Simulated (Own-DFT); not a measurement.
# What a defect does to the pressure of its cell: C40 NbSi2

The numbers are computed, not measured, by runs of the plane-wave DFT program Own-DFT (in-house, retired, unreviewed) at fixed positions, with no spin and no spin-orbit coupling.

Settings: PBEsol; PseudoDojo norm-conserving scalar-relativistic files, made for PBE; cutoff 42 hartree; 4 x 4 x 5 k mesh centred on Gamma; cold (Marzari-Vanderbilt) smearing of 0.2 eV.

Keep in mind: forces on such cells failed a check on a denser k mesh; stress not checked against mesh or cutoff.

All runs share one cell, with vectors in Å (0.000, 8.324, 0.000); (-9.613, 0.000, 0.000); (0.000, 0.000, 6.586) and a volume of 527.0 Å³. Atoms were moved at random from their sites; u is the rms move along one axis. The defect's site can differ from row to row.

| cell | formula | u (Å) | P (GPa) |
|---|---|---|---|
| no defect | Nb12Si24 | 0.0190 | -2.18 |
| no defect | Nb12Si24 | 0.0463 | -0.94 |
| no defect | Nb12Si24 | 0.0529 | -0.94 |
| two Nb on a Si site each | Nb14Si22 | 0.0277 | ? |
| two Nb on a Si site each | Nb14Si22 | 0.0298 | 3.36 |
| two Nb on a Si site each | Nb14Si22 | 0.0459 | 3.91 |
| two Nb on a Si site each | Nb14Si22 | 0.0488 | 4.33 |
| two Si on a Nb site each | Nb10Si26 | 0.0318 | -1.77 |
| two Si on a Nb site each | Nb10Si26 | 0.0341 | -1.39 |
| two Si on a Nb site each | Nb10Si26 | 0.0540 | -1.16 |
| one Si vacancy | Nb12Si23 | 0.0295 | -2.62 |
| one Si vacancy | Nb12Si23 | 0.0305 | -2.62 |
| one Si vacancy | Nb12Si23 | 0.0452 | -1.87 |
| two Nb vacancies | Nb10Si24 | 0.0337 | -3.24 |
| two Nb vacancies | Nb10Si24 | 0.0440 | -2.55 |
| two Nb vacancies | Nb10Si24 | 0.0488 | -2.69 |

## Fit

P = P0 + c u² + a shift for each defect gives P0 = -2.19 GPa, c = 476 ± 75 GPa/Å² and a scatter of 0.22 GPa. The shifts, and each times the cell's volume:

- two Nb on a Si site each: 5.21 ± 0.18 GPa, 17.1 eV (8.6 eV for each of its 2 sites)
- two Si on a Nb site each: -0.06 ± 0.18 GPa, -0.2 eV (-0.1 eV for each of its 2 sites) (not resolved)
- one Si vacancy: -0.79 ± 0.18 GPa, -2.6 eV
- two Nb vacancies: -1.50 ± 0.18 GPa, -4.9 eV (-2.5 eV for each of its 2 sites)

Positive is outwards. The product with the volume (160.2 GPa Å³ to the eV) is nearly free of the cell's size; divided by the bulk modulus at the cell's pressure it gives the volume that the defect adds. The atoms around the defects weren't relaxed, which would change these numbers.

## The run left out

The question: what pressure belongs in the blank (two Nb on a Si site each, u = 0.0277 Å)?

The fit gives 3.38 ± 0.26 GPa. DFT gave 3.42 GPa.
